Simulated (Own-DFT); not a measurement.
# What a defect does to the pressure of its cell: D0_22 TiAl3

Everything here is calculated. The program is Own-DFT (plane waves, in-house, since retired, never reviewed by a person); positions were held fixed, and spin and spin-orbit coupling were off.

All runs used: PBE; PseudoDojo norm-conserving scalar-relativistic files; cutoff 42 hartree; 4 x 4 x 4 k mesh centred on Gamma; cold (Marzari-Vanderbilt) smearing of 0.2 eV.

Keep in mind: forces on such cells failed a check on a denser k mesh; stress not checked against mesh or cutoff.

All runs share one cell, with vectors in Å (-2.365, -6.981, 4.326); (-7.667, 3.491, 1.442); (-2.950, -3.488, -7.241) and a volume of 625.4 Å³. The atoms are randomly displaced, by u rms on each axis. The defect's site can differ from row to row.

```
                     cell   formula   u (Å)  P (GPa)
                no defect  Al30Ti10  0.0219     1.99
                no defect  Al30Ti10  0.0463     2.53
                no defect  Al30Ti10  0.0549     2.81
two Ti on an Al site each  Al28Ti12  0.0337     3.41
two Ti on an Al site each  Al28Ti12  0.0462     3.56
two Ti on an Al site each  Al28Ti12  0.0571     4.21
           one Ti vacancy   Al30Ti9  0.0305        ?
           one Ti vacancy   Al30Ti9  0.0345     1.93
           one Ti vacancy   Al30Ti9  0.0507     2.48
           one Ti vacancy   Al30Ti9  0.0534     2.31
 two Al on a Ti site each   Al32Ti8  0.0302     2.94
 two Al on a Ti site each   Al32Ti8  0.0311     2.93
 two Al on a Ti site each   Al32Ti8  0.0490     3.27
         two Al vacancies  Al28Ti10  0.0268     1.25
         two Al vacancies  Al28Ti10  0.0291     1.24
         two Al vacancies  Al28Ti10  0.0563     2.04
```

## Worked fit

P = P0 + c u² + a shift for each defect gives P0 = 1.84 GPa, c = 321 ± 29 GPa/Å² and a scatter of 0.10 GPa. The shifts, and each times the cell's volume:

- two Ti on an Al site each: 1.19 ± 0.08 GPa, 4.6 eV (2.3 eV for each of its 2 sites)
- two Al on a Ti site each: 0.75 ± 0.08 GPa, 2.9 eV (1.5 eV for each of its 2 sites)
- one Ti vacancy: -0.31 ± 0.08 GPa, -1.2 eV
- two Al vacancies: -0.83 ± 0.08 GPa, -3.3 eV (-1.6 eV for each of its 2 sites)

Against the defect-free cell, a freed cell would be larger where the shift is positive and smaller where it is negative (160.2 GPa Å³ is 1 eV). The atoms around the defects weren't relaxed, which would change these numbers.

## Prediction

The question: what pressure belongs in the blank (one Ti vacancy, u = 0.0305 Å)?

The fitted form gives 1.83 ± 0.12 GPa. The hidden result is 1.90 GPa.
